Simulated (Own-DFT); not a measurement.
# Point defects and the pressure they add: zincblende GaAs

Everything here is calculated. The program is Own-DFT (plane waves, in-house, since retired, never reviewed by a person); positions were held fixed, and spin and spin-orbit coupling were off.

Settings: PBE; PseudoDojo norm-conserving scalar-relativistic files; cutoff 42 hartree; 3 x 3 x 3 k mesh centred on Gamma; Fermi-Dirac smearing of 0.1 eV.

Known weak points (not all hold for every row): not probed for a lower state with spin; forces not confirmed at this smearing and k mesh; stress not checked against mesh or cutoff.

All runs share one cell, with vectors in Å (11.737, 0.000, 0.000); (0.000, 11.737, 0.000); (0.000, 0.000, 10.919) and a volume of 1504.3 Å³, strained against the parent crystal. Atoms were moved at random from their sites; u is the rms move along one axis. The defect's site can differ from row to row.

```
                             cell     formula   u (Å)  P (GPa)
                        no defect    As32Ga32  0.0306     0.77
                        no defect    As32Ga32  0.0499     1.09
                        no defect    As32Ga32  0.0500     0.97
              one Al on a Ga site  AlAs32Ga31  0.0303     0.75
              one Al on a Ga site  AlAs32Ga31  0.0320     0.74
              one Al on a Ga site  AlAs32Ga31  0.0502     0.99
              one P on an As site   As31Ga32P  0.0279     0.51
              one P on an As site   As31Ga32P  0.0495     0.80
              one P on an As site   As31Ga32P  0.0516     0.80
              one In on a Ga site  As32Ga31In  0.0270     1.31
              one In on a Ga site  As32Ga31In  0.0319     1.36
              one In on a Ga site  As32Ga31In  0.0518     1.74
one As vacancy and one Ga vacancy    As31Ga31  0.0273     0.44
one As vacancy and one Ga vacancy    As31Ga31  0.0283        ?
one As vacancy and one Ga vacancy    As31Ga31  0.0497     0.59
one As vacancy and one Ga vacancy    As31Ga31  0.0513     0.67
```

## What the rows give

P = P0 + c u² + a shift for each defect gives P0 = 0.62 GPa, c = 164 ± 17 GPa/Å² and a scatter of 0.05 GPa. The shifts, and each times the cell's volume:

- one In on a Ga site: 0.61 ± 0.04 GPa, 5.7 eV
- one Al on a Ga site: -0.03 ± 0.04 GPa, -0.3 eV (not resolved)
- one P on an As site: -0.24 ± 0.04 GPa, -2.3 eV
- one As vacancy and one Ga vacancy: -0.37 ± 0.04 GPa, -3.5 eV

Against the defect-free cell, a freed cell would be larger where the shift is positive and smaller where it is negative (160.2 GPa Å³ is 1 eV). The atoms around the defects weren't relaxed, which would change these numbers.

## Prediction

Q: what pressure belongs in the blank (one As vacancy and one Ga vacancy, u = 0.0283 Å)?

The fitted form gives 0.38 ± 0.06 GPa. The hidden result is 0.40 GPa.
